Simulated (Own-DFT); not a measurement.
# Response to strain: wurtzite AlN, 128 atoms (Al64N64)

Source: density functional calculations with Own-DFT, an unreviewed in-house program that is no longer used. Nothing was measured or relaxed, and spin and spin-orbit coupling are left out.

All runs used: PBE; PseudoDojo norm-conserving scalar-relativistic files; cutoff 42 hartree; 2 x 2 x 2 k mesh centred on Gamma; Fermi-Dirac smearing of 0.1 eV.

Limits: forces on such cells passed a denser k mesh, each cell not checked; stress not checked against mesh or cutoff.

Unstrained cell vectors in Å: (12.448, 0.000, 0.000); (-6.224, 10.780, 0.000); (0.000, 0.000, 9.964). The unstrained cell has measured lattice constants (interpolated for alloys), not those of this functional. That, the random moves and any unrelaxed bonds set the pressure at no strain. Each run strains this cell uniformly, with the atoms carried along. Random moves of width 0.05 Å per axis were added to every atom. Strain is the symmetric tensor, in per cent. Stress is positive in tension, and the pressure is minus a third of its trace.

| run | e_xx (%) | e_yy (%) | e_zz (%) | e_yz (%) | e_xz (%) | e_xy (%) | s_xx (GPa) | s_yy (GPa) | s_zz (GPa) | s_yz (GPa) | s_xz (GPa) | s_xy (GPa) | P (GPa) | E (meV/atom) |
|---|---|---|---|---|---|---|---|---|---|---|---|---|---|---|
| 1 | -0.47 | 1.56 | -0.63 | 0.23 | -0.02 | -1.30 | -8.20 | 0.76 | -7.02 | 0.22 | 0.34 | -3.48 | 4.82 | 12.9 |
| 2 | 1.77 | 0.28 | -1.27 | -0.22 | 0.35 | 1.16 | 0.48 | -2.04 | -10.26 | -1.54 | 1.36 | 5.26 | 3.94 | 6.4 |
| 3 | -0.75 | -0.44 | 1.86 | 1.45 | 1.96 | -1.75 | -6.12 | -9.87 | 0.90 | 3.33 | 4.21 | -5.34 | 5.03 | 28.1 |
| 4 | 0.22 | 0.22 | 1.22 | 1.13 | 1.14 | -0.65 | -4.46 | -2.40 | -1.86 | 2.29 | 3.56 | -2.56 | 2.91 | 17.9 |
| 5 | 1.84 | 0.10 | 1.82 | -1.72 | 0.96 | 1.13 | 3.57 | -2.81 | 3.33 | -4.03 | 2.20 | 3.70 | -1.36 | 14.9 |
| 6 | 1.59 | -1.51 | 0.44 | -0.29 | 1.24 | -0.69 | -0.36 | -10.15 | -3.49 | -0.60 | 2.88 | -2.95 | 4.67 | 9.6 |
| 7 | 1.49 | -0.92 | 0.99 | -1.99 | -0.42 | 0.65 | 0.59 | -8.59 | -0.16 | -5.13 | -1.01 | 2.63 | 2.72 | 10.0 |
| 8 | -1.36 | -0.59 | 1.32 | -0.92 | -1.59 | -0.25 | -12.60 | -8.79 | -0.73 | -3.32 | -4.61 | -1.71 | 7.37 | 9.1 |
| 9 | -0.07 | 0.35 | -1.83 | 0.21 | 0.05 | 1.14 | -7.19 | -5.61 | -16.91 | 0.62 | 0.38 | 5.12 | 9.91 | 37.3 |
| 10 | -1.89 | 0.74 | -0.06 | -1.11 | -0.60 | -0.47 | -15.02 | -3.14 | -7.40 | -2.62 | -1.38 | -2.84 | 8.52 | 20.5 |
| 11 | 1.67 | -1.31 | -1.01 | -1.67 | -0.36 | 0.57 | 0.20 | -11.58 | -8.72 | -4.57 | -1.06 | 1.89 | 6.70 | 8.9 |
| 12 | 0.47 | 1.95 | -1.43 | -0.27 | -0.97 | -0.22 | -1.12 | 2.23 | -11.75 | -1.22 | -2.00 | -1.18 | 3.55 | 12.2 |
| 13 | 0.49 | 0.73 | 1.20 | 1.17 | -0.61 | 0.03 | -2.04 | -0.40 | 0.43 | 2.69 | -1.86 | -0.38 | 0.67 | 0.0 |
| 14 | -1.51 | -1.89 | 1.82 | -0.83 | -0.18 | 0.00 | -15.43 | -14.19 | 0.00 | -1.59 | -0.30 | 0.25 | 9.87 | 28.2 |
| 15 | -1.32 | -0.10 | 0.53 | 1.17 | 0.57 | 0.96 | -11.44 | -7.65 | -4.06 | 3.26 | 1.47 | 3.89 | 7.71 | 10.7 |
| 16 | 0.98 | 0.82 | -0.84 | 1.90 | 1.31 | 1.01 | -0.82 | -0.92 | -10.84 | 4.63 | 3.48 | 2.26 | 4.19 | 34.8 |
| 17 | 1.42 | 0.74 | 1.06 | 1.85 | -0.13 | -0.72 | ? | ? | ? | ? | ? | ? | ? | ? |

E is the free energy for each atom above the lowest run shown.

## Analysis

Least squares on the runs shown: each stress against a constant and the strains, taken as fractions with shears doubled. Shear strains stay in the fit of a normal stress only where such slopes are resolved. The slopes, in GPa:

```
stress  at no strain  per e_xx  per e_yy  per e_zz  scatter
  s_xx          -6.1  475 ± 25  127 ± 33   76 ± 28     1.18
  s_yy          -5.7   98 ± 23  468 ± 31   53 ± 27     1.11
  s_zz          -6.3   75 ± 26   32 ± 35  463 ± 30     1.25
```

The slope of each shear stress on twice its own strain, from a fit on all six strains: yz 117 ± 7, xz 130 ± 8, xy 175 ± 16 GPa. These are stiffnesses along x, y and z of the frame in which the cell vectors are given, with the crystal's c axis along z: C11, C12, C13 and C33. Hexagonal symmetry asks that xx and yy behave alike, which is a second check on the noise. These are clamped-ion slopes: internal relaxation, where symmetry allows it, would soften some. Symmetry asks for nearly equal slopes across the diagonal; the mismatch is a measure of noise. A ninth of the table's sum, 208 ± 7 GPa, estimates the bulk modulus near the mean pressure of these runs, 5.1 GPa, so it lies above the value at zero pressure.

## Withheld run

Asked: what normal stresses and pressure should run 17 give?

Estimate: s_xx = 2.4, s_yy = -0.2, s_zz = 0.0 and P = -0.7 GPa. The hidden result is 1.75, -0.59, 0.70 and P = -0.62 GPa.
